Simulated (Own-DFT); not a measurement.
GaN (wurtzite, strained, atoms displaced) (calculated)

A calculation, not a measurement: plane-wave PBE density functional theory by an unreviewed code, no spin, of a simulated periodic cell, stress positive in tension, free energy of the whole cell less one offset for each atom, forces on such cells passed a denser k mesh, this cell's mesh not checked; offsets are fitted by least squares, one for each functional and potential file, so energies compare only between cells with the same atoms and settings and are not formation energies; the far tail of each file's local potential was reset to the Coulomb form; each entry is a single point on an unrelaxed cell, so the pressure reflects the starting lattice, mostly measured values (interpolated for alloys), from which strain is counted, and rises with the displacements; printed positions are rounded, which can move forces by about a meV/angstrom; the program, named Own-DFT, is a retired in-house code; no spin-orbit coupling. Program: Own-DFT development build.

Settings shared by all entries: functional PBE; potential files PseudoDojo norm-conserving, scalar-relativistic, standard set with the stringent files for Ga; wave cutoff 96 hartree; occupations Gaussian; smearing width 0.01 eV; k mesh 3 x 4 x 3 centred on Gamma.

(1) 
```xyz
96
Lattice="12.7560 0.0000 0.0000 -4.7835 8.2853 -0.1243 0.0000 -0.1556 10.3700" Properties=species:S:1:pos:R:3:force_x:R:1:force_y:R:1:force_z:R:1 formula=GaN free_energy_of_cell_above_offsets=-3.406 pressure=7.36 stress_xx=-7.81 stress_yy=-6.54 stress_zz=-7.73 stress_yz=-3.69 stress_xz=0.33 stress_xy=0.52
Ga     0.0839     1.6172    10.3013      -1.93      1.437      0.932
Ga     1.5582     0.8023     2.5777       0.05      2.922      0.451
N      0.0385     1.8906     1.8728     -0.429     -2.422      0.424
N      1.5227     0.8199     4.5131      0.697      0.596     -0.089
Ga    -0.0611     1.7141     5.1811      0.852       1.18     -0.926
Ga     1.5146     0.9338     7.8239      2.326     -2.737     -1.436
N      0.0285     1.6854     7.0720     -1.764       1.44      0.711
N      1.5890     0.7847     9.6760      0.507     -1.089       1.12
Ga    -1.6076     4.6147    -0.0516      -0.78       0.04      0.342
Ga     0.0302     3.6483     2.5016      -1.46      0.671      1.251
N     -1.6793     4.5744     1.9296       1.37      0.708     -0.789
N     -0.0442     3.6726     4.5230      0.372     -0.796     -0.001
Ga    -1.6245     4.5620     5.2081      0.014      0.141     -2.152
Ga     0.0853     3.5820     7.6700     -1.201     -0.577      0.691
N     -1.5832     4.4405     7.0925      0.782      0.315      0.358
N     -0.0600     3.5629     9.7043     -0.204     -1.624     -1.479
Ga    -3.2413     7.3000    -0.0208      1.427      1.363     -2.515
Ga    -1.5785     6.4570     2.5164      0.163      -1.18     -0.214
N     -3.1569     7.3809     1.8085     -0.019     -1.293      0.581
N     -1.6708     6.4210     4.4023      1.651      -0.45      1.239
Ga    -3.1894     7.2929     5.0498     -1.038      0.126      1.337
Ga    -1.5521     6.2704     7.6830     -1.623      1.553      0.124
N     -3.2443     7.2594     7.0128      1.256      0.059      0.852
N     -1.6043     6.3174     9.6727     -0.325     -0.548     -0.441
Ga     3.1317     1.8449     0.0203      1.278      0.518     -1.541
Ga     4.7886     0.8806     2.5824     -0.879      0.368      0.355
N      3.1452     1.8265     1.9013      0.574     -1.544      0.957
N      4.7819     0.8886     4.6105     -0.005     -0.822     -1.351
Ga     3.1936     1.7452     5.1241     -1.148       0.48      0.919
Ga     4.7835     0.7651     7.7062      0.082      1.025      1.211
N      3.2407     1.6885     7.1573     -1.599      0.488     -1.147
N      4.7414     0.7857     9.6567      0.828     -0.279      0.919
Ga     1.4868     4.4058    10.2349      2.356      1.085      1.206
Ga     3.1835     3.5932     2.5021     -1.037      1.091        0.6
N      1.5623     4.4739     1.8841      0.791      2.176     -0.542
N      3.1720     3.6023     4.4777     -0.697     -0.522     -0.102
Ga     1.5892     4.5667     5.1327     -0.189     -0.531     -0.194
Ga     3.1538     3.5288     7.7302      2.121      0.117      0.409
N      1.6481     4.4650     7.1325      -0.76      1.101     -1.142
N      3.2235     3.6001     9.6752     -1.109     -1.028      0.403
Ga     0.0068     7.1585    10.2246      0.328      1.614      0.826
Ga     1.5990     6.5037     2.5126      0.469     -1.914     -0.717
N      0.0111     7.3527     1.9213     -0.419     -0.277     -1.353
N      1.5971     6.4156     4.4611     -1.833     -0.725     -0.455
Ga    -0.0374     7.3457     5.1934     -0.293     -0.586     -3.945
Ga     1.4997     6.3742     7.7631       0.51      -1.11     -1.206
N      0.0181     7.2654     6.9599     -0.803     -1.202      2.784
N      1.5908     6.2967     9.5842      0.217     -0.176      2.027
Ga     6.4855     1.7313    10.2850     -1.882      -0.47       0.59
Ga     7.8814     0.8160     2.5992      1.971      0.878     -0.737
N      6.3687     1.7358     1.9772      -0.36      1.455     -1.374
N      7.9409     0.9133     4.4885      1.283     -1.565      0.723
Ga     6.4063     1.7148     5.1448      -0.67       2.13     -0.329
Ga     7.9673     0.7994     7.7230     -0.505      -0.23      0.211
N      6.3411     1.7115     7.0231      0.994     -0.006      1.502
N      7.9995     0.7764     9.7132      1.018      0.225     -0.663
Ga     4.8222     4.5941    -0.0283     -0.956     -0.192      -0.46
Ga     6.3190     3.6030     2.5523      0.417      0.663      0.239
N      4.6426     4.6625     1.9123      1.722     -2.954     -1.023
N      6.4358     3.6731     4.4940     -1.382     -1.192     -0.089
Ga     4.6921     4.5031     5.1114       1.94     -0.471      0.963
Ga     6.4554     3.5541     7.7025     -0.907      0.209     -0.581
N      4.8326     4.4902     7.1074     -0.919     -0.831     -0.654
N      6.3679     3.5656     9.6323      0.906      0.029      0.962
Ga     3.3467     7.2446    10.2298     -3.037      0.289     -0.232
Ga     4.8873     6.3339     2.4954     -1.575      2.209      0.994
N      3.1797     7.3700     1.7159        0.5     -0.878      2.087
N      4.7364     6.2659     4.4468     -0.132      2.159     -0.156
Ga     3.0853     7.2793     5.0160      2.371      0.766      1.314
Ga     4.7040     6.2947     7.6565      0.891      0.492     -0.274
N      3.0308     7.1924     7.0900      2.113      1.114     -1.338
N      4.7493     6.2567     9.6540      1.454     -0.565     -0.944
Ga     9.6650     1.7173    10.3403     -1.947      0.814      0.896
Ga    11.2073     0.8317     2.5998     -0.289      1.455     -0.774
N      9.6234     1.8504     1.9642      -0.62     -3.053     -0.888
N     11.1306     0.8589     4.5236      0.092     -0.828      0.003
Ga     9.5983     1.7619     5.1753     -0.883       0.73     -1.725
Ga    11.1027     0.9112     7.7883      1.359     -2.505     -0.037
N      9.5816     1.7230     7.0453     -0.689     -0.116       1.01
N     11.1278     0.7604     9.7818      1.454     -0.499     -1.268
Ga     7.9868     4.7339    -0.0485     -0.531     -2.207     -0.081
Ga     9.5604     3.5730     2.4270      -0.15      2.017      2.048
N      7.9764     4.5514     1.9016     -0.718      0.457     -0.552
N      9.5520     3.6509     4.4924       2.29     -1.844     -0.667
Ga     8.0742     4.4698     5.0452     -2.491      1.979      1.343
Ga     9.5920     3.5523     7.6517     -1.057       0.52      1.244
N      8.0004     4.5126     7.0805      0.471     -1.272     -0.508
N      9.4994     3.5665     9.6659      0.996     -0.328     -0.316
Ga     6.3053     7.1634    10.2137      0.973      0.639      0.261
Ga     8.0459     6.4465     2.3946     -0.842      -1.28      2.445
N      6.3868     7.2983     1.8583      0.594       0.19     -0.902
N      7.9800     6.3553     4.5428     -0.185      0.243     -2.226
Ga     6.3531     7.2710     5.0384      0.238     -0.823      0.991
Ga     7.9839     6.2683     7.7690      0.473      1.102     -2.861
N      6.4517     7.1538     7.0272     -2.022      1.734      0.414
N      8.0130     6.3178     9.5932     -1.246      0.435      2.124
```

Units: free_energy_of_cell_above_offsets in eV; pressure, stress_xx, stress_yy, stress_zz, stress_yz, stress_xz, stress_xy in GPa; force_x, force_y, force_z in eV/Å.

(2) 
```xyz
96
Lattice="12.7560 0.0000 0.0000 -4.7835 8.2853 -0.1243 0.0000 -0.1556 10.3700" Properties=species:S:1:pos:R:3:force_x:R:1:force_y:R:1:force_z:R:1 formula=GaN free_energy_of_cell_above_offsets=-3.843 pressure=7.27 stress_xx=-5.61 stress_yy=-6.93 stress_zz=-9.27 stress_yz=-3.12 stress_xz=-0.37 stress_xy=-0.03
Ga    -0.0475     1.6322    10.3217      1.046       1.58      0.754
Ga     1.6363     0.8484     2.5071     -0.964      0.964      1.288
N     -0.0749     1.8346     1.9189      0.673     -1.857     -0.746
N      1.5201     0.7880     4.5067       1.04      0.699       0.24
Ga     0.0633     1.8142     5.1961     -0.686     -0.627     -0.723
Ga     1.5370     0.8018     7.7990      0.103       0.54     -1.178
N     -0.0432     1.7678     7.0902      0.505     -0.345      1.298
N      1.5719     0.7042     9.7234       0.45      2.239     -0.291
Ga    -1.6096     4.4767    10.2843      0.461     -1.072      0.928
Ga    -0.0838     3.5411     2.5832       1.12      2.006      -0.17
N     -1.5899     4.5463     1.9500     -0.635     -0.975     -1.306
N     -0.0451     3.6560     4.5431      1.863     -0.715     -0.701
Ga    -1.5368     4.5064     5.1486     -2.594      0.963     -0.158
Ga     0.0335     3.6263     7.7918     -0.537      -0.31     -3.226
N     -1.6437     4.4142     7.1069      0.906      1.491     -0.313
N      0.0484     3.5355     9.5641     -0.489     -0.594      3.521
Ga    -3.2059     7.2229    10.1059      1.576     -0.849       2.98
Ga    -1.6164     6.3343     2.4446     -0.018      0.925      0.878
N     -3.0952     7.3696     1.8754     -1.751     -1.677     -1.708
N     -1.6488     6.4441     4.4005      0.835     -1.543      0.783
Ga    -3.2236     7.2491     5.1103       -0.1      0.699     -2.132
Ga    -1.6913     6.3393     7.6965      1.841     -0.855     -0.132
N     -3.1519     7.2824     6.9507     -1.273     -0.204      2.053
N     -1.5616     6.2498     9.6810     -0.904      0.858     -1.129
Ga     3.1943     1.7878    10.3200      0.048     -1.433      0.904
Ga     4.7671     0.8201     2.6013     -0.028      0.323      0.798
N      3.2403     1.7786     1.9729     -0.557      0.134     -1.551
N      4.7926     0.8737     4.5744     -0.258     -0.895     -0.439
Ga     3.1916     1.7528     5.2562     -0.444     -0.841     -2.694
Ga     4.6952     0.8176     7.8060      2.074     -0.424     -1.045
N      3.1936     1.7027     7.0641     -1.174      0.277      3.099
N      4.7453     0.6914     9.6981     -0.173      2.255      0.643
Ga     1.6151     4.4527    10.2363     -0.792        1.1      1.547
Ga     3.1839     3.5744     2.5441     -0.256      1.192      1.006
N      1.5920     4.5084     1.8700      -0.56      0.241      0.281
N      3.2186     3.5138     4.5928     -0.555      1.822      -1.38
Ga     1.5880     4.5762     5.0895      0.887     -0.499     -0.063
Ga     3.1638     3.5032     7.8400      0.508      1.081     -3.033
N      1.6204     4.5506     7.0677     -0.066     -2.117     -0.359
N      3.2496     3.6334     9.6861     -0.543     -1.454      0.347
Ga    -0.0722     7.4080    -0.1025      1.284      -1.27      0.389
Ga     1.4986     6.4297     2.5537      1.551     -0.748     -2.773
N     -0.0606     7.3114     1.8607      0.483     -0.164     -0.566
N      1.6083     6.4870     4.3821     -0.514     -1.695      1.806
Ga    -0.0073     7.2187     5.0900     -0.648      1.527      0.463
Ga     1.5933     6.2720     7.6567      0.458      2.597      0.641
N      0.0137     7.2468     7.0938     -0.886     -0.432     -0.838
N      1.6006     6.3421     9.5934      -1.07     -0.845      0.433
Ga     6.3405     1.8217     0.0598      0.613      -0.01     -2.951
Ga     7.8683     0.9381     2.6003      1.375     -1.596     -1.124
N      6.3202     1.7490     1.8656     -0.524      0.723      2.056
N      8.0109     0.8835     4.4539     -0.365     -0.587      1.511
Ga     6.3895     1.7409     5.1447      0.498      0.629      0.617
Ga     8.0435     0.8584     7.7759      -1.76     -0.175     -0.554
N      6.3822     1.7627     7.1127     -0.328     -0.465      0.301
N      8.0133     0.8759     9.6758     -1.527     -1.418       0.53
Ga     4.8244     4.4631    10.2992       0.43      1.191      0.622
Ga     6.3427     3.6263     2.5393     -0.113      0.261      0.473
N      4.7330     4.6179     1.8914      0.583     -1.954      -0.36
N      6.4584     3.6531     4.5391     -1.495     -0.811     -0.983
Ga     4.8262     4.5519     5.1827     -0.476     -0.638     -2.838
Ga     6.3651     3.6051     7.7060     -0.574     -0.745     -0.308
N      4.7490     4.4859     6.9618      0.007      0.139      4.105
N      6.3710     3.5343     9.6769     -0.637     -0.368     -0.332
Ga     3.1661     7.1561    10.2164      -0.23      1.673      0.753
Ga     4.7945     6.3539     2.5187     -0.452       1.85     -0.077
N      3.2260     7.3125     1.7801     -0.983      0.261      0.921
N      4.6980     6.3823     4.4696      2.142     -0.794      -0.43
Ga     3.2036     7.2579     5.0278     -0.612      2.185      1.336
Ga     4.7892     6.3570     7.6558     -0.552     -0.503      -0.26
N      3.2200     7.3110     7.0887     -0.669     -0.757      -1.24
N      4.7329     6.3412     9.6053      1.856     -0.771     -0.222
Ga     9.5500     1.6304    10.3272      0.167      1.799      0.864
Ga    11.1020     0.8831     2.6310      0.087     -0.031     -0.495
N      9.4965     1.7674     1.8918      0.614       -0.3      0.011
N     11.1878     0.8847     4.5281      0.197     -0.332      0.566
Ga     9.6168     1.8272     5.1397     -0.619     -1.964     -0.124
Ga    11.1442     0.7874     7.8363     -0.101      1.121     -2.616
N      9.5429     1.7188     7.0252      1.029      0.152      1.444
N     11.1702     0.8005     9.6797     -0.603      -0.37      0.712
Ga     7.9398     4.4519    10.1697      0.131       0.43      1.893
Ga     9.5074     3.5637     2.5213      0.497        0.7      0.282
N      7.9378     4.4668     1.8619      0.004      1.161     -0.614
N      9.5628     3.4989     4.4790      0.104      3.489      -0.21
Ga     7.9205     4.6604     5.1447      1.333     -3.559      0.361
Ga     9.5762     3.5202     7.6986     -0.868      0.205      0.617
N      7.9338     4.5215     7.0819      0.705     -0.146      0.124
N      9.5361     3.6098     9.7317      1.003     -1.655     -1.295
Ga     6.3428     7.2966    10.2298       0.33     -1.539      1.185
Ga     7.9905     6.3402     2.5231      0.277       0.51     -1.193
N      6.4028     7.3457     1.8957     -0.018     -0.619     -0.996
N      7.9452     6.2832     4.4262     -0.126      3.098      0.179
Ga     6.3418     7.3397     5.1233      0.054      0.029     -2.943
Ga     7.9552     6.3236     7.6626     -0.092      0.809     -0.517
N      6.3192     7.3290     6.9240      1.047     -1.014      2.998
N      8.0544     6.3251     9.5886     -2.592     -0.368     -0.209
```

Units: free_energy_of_cell_above_offsets in eV; pressure, stress_xx, stress_yy, stress_zz, stress_yz, stress_xz, stress_xy in GPa; force_x, force_y, force_z in eV/Å.
